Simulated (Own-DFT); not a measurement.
# Point defects and the pressure they add: C40 NbSi2

The numbers are computed, not measured, by runs of the plane-wave DFT program Own-DFT (in-house, retired, unreviewed) at fixed positions, with no spin and no spin-orbit coupling.

Common settings: PBE; PseudoDojo norm-conserving scalar-relativistic files; cutoff 42 hartree; 4 x 4 x 5 k mesh centred on Gamma; cold (Marzari-Vanderbilt) smearing of 0.2 eV.

Known weak points: forces on such cells failed a check on a denser k mesh; stress not checked against mesh or cutoff.

All runs share one cell, with vectors in Å (0.000, 8.324, 0.000); (-9.613, 0.000, 0.000); (0.000, 0.000, 6.586) and a volume of 527.0 Å³. u is the rms random offset of the atoms per axis. The defect's site can differ from row to row.

```
                    cell   formula   u (Å)  P (GPa)
               no defect  Nb12Si24  0.0173     1.43
               no defect  Nb12Si24  0.0471     2.40
               no defect  Nb12Si24  0.0472     2.48
two Si on a Nb site each  Nb10Si26  0.0279     1.68
two Si on a Nb site each  Nb10Si26  0.0298     1.71
two Si on a Nb site each  Nb10Si26  0.0456     2.36
          one Si vacancy  Nb12Si23  0.0299     0.92
          one Si vacancy  Nb12Si23  0.0315     0.98
          one Si vacancy  Nb12Si23  0.0508     1.72
two Nb on a Si site each  Nb14Si22  0.0282     7.47
two Nb on a Si site each  Nb14Si22  0.0341        ?
two Nb on a Si site each  Nb14Si22  0.0492     8.24
two Nb on a Si site each  Nb14Si22  0.0529     8.54
        two Nb vacancies  Nb10Si24  0.0328    -0.04
        two Nb vacancies  Nb10Si24  0.0483     0.20
        two Nb vacancies  Nb10Si24  0.0564     1.42
```

## Fit

P = P0 + c u² + a shift for each defect gives P0 = 1.24 GPa, c = 545 ± 59 GPa/Å² and a scatter of 0.19 GPa. The shifts, and each times the cell's volume:

- two Nb on a Si site each: 5.75 ± 0.15 GPa, 18.9 eV (9.5 eV for each of its 2 sites)
- two Si on a Nb site each: -0.01 ± 0.15 GPa, 0.0 eV (0.0 eV for each of its 2 sites) (not resolved)
- one Si vacancy: -0.85 ± 0.15 GPa, -2.8 eV
- two Nb vacancies: -1.91 ± 0.16 GPa, -6.3 eV (-3.1 eV for each of its 2 sites)

A positive shift means that the defect pushes the cell outwards. Shift times volume (160.2 GPa Å³ is 1 eV) depends little on the cell's size, so, taken for each site, it can be compared between cells at like pressure. The atoms around the defects weren't relaxed, which would change these numbers.

## Prediction

Question: what pressure belongs in the blank (two Nb on a Si site each, u = 0.0341 Å)?

Estimate: 7.63 ± 0.22 GPa. The hidden result is 7.71 GPa.
